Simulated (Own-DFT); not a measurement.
# Point defects and the pressure they add: zincblende GaAs

Everything here is calculated. The program is Own-DFT (plane waves, in-house, since retired, never reviewed by a person); positions were held fixed, and spin and spin-orbit coupling were off.

Settings: PBE; PseudoDojo norm-conserving scalar-relativistic files; cutoff 42 hartree; 3 x 3 x 3 k mesh centred on Gamma; Fermi-Dirac smearing of 0.1 eV.

Limits (not all hold for every row): not probed for a lower state with spin; forces on such cells failed a check on a denser k mesh; forces not confirmed at this smearing and k mesh; stress not checked against mesh or cutoff.

All runs share one cell, with vectors in Å (11.307, 0.000, 0.000); (0.000, 11.307, 0.000); (0.000, 0.000, 11.307) and a volume of 1445.4 Å³. u is the rms random offset of the atoms per axis. The defect's site can differ from row to row.

```
                    cell   formula   u (Å)  P (GPa)
               no defect  As32Ga32  0.0193     3.52
               no defect  As32Ga32  0.0200     3.51
               no defect  As32Ga32  0.0528     3.99
        two As vacancies  As30Ga32  0.0309     3.18
        two As vacancies  As30Ga32  0.0505     3.55
        two As vacancies  As30Ga32  0.0512     3.70
        two Ga vacancies  As32Ga30  0.0296        ?
        two Ga vacancies  As32Ga30  0.0297     3.02
        two Ga vacancies  As32Ga30  0.0310     2.91
        two Ga vacancies  As32Ga30  0.0315     2.94
two As on a Ga site each  As34Ga30  0.0278     4.77
two As on a Ga site each  As34Ga30  0.0317     4.83
two As on a Ga site each  As34Ga30  0.0324     4.76
     one As on a Ga site  As33Ga31  0.0274     4.22
     one As on a Ga site  As33Ga31  0.0282     4.23
     one As on a Ga site  As33Ga31  0.0483     4.50
```

## Working it out

P = P0 + c u² + a shift for each defect gives P0 = 3.42 GPa, c = 211 ± 22 GPa/Å² and a scatter of 0.06 GPa. The shifts, and each times the cell's volume:

- two As on a Ga site each: 1.17 ± 0.05 GPa, 10.5 eV (5.3 eV for each of its 2 sites)
- one As on a Ga site: 0.62 ± 0.05 GPa, 5.6 eV
- two As vacancies: -0.38 ± 0.05 GPa, -3.4 eV (-1.7 eV for each of its 2 sites)
- two Ga vacancies: -0.66 ± 0.05 GPa, -6.0 eV (-3.0 eV for each of its 2 sites)

A positive shift means that the defect pushes the cell outwards. Shift times volume (160.2 GPa Å³ is 1 eV) depends little on the cell's size, so, taken for each site, it can be compared between cells at like pressure. The atoms around the defects weren't relaxed, which would change these numbers.

## Prediction

The question: what pressure belongs in the blank (two Ga vacancies, u = 0.0296 Å)?

The fit gives 2.94 ± 0.07 GPa. The hidden result is 2.91 GPa.
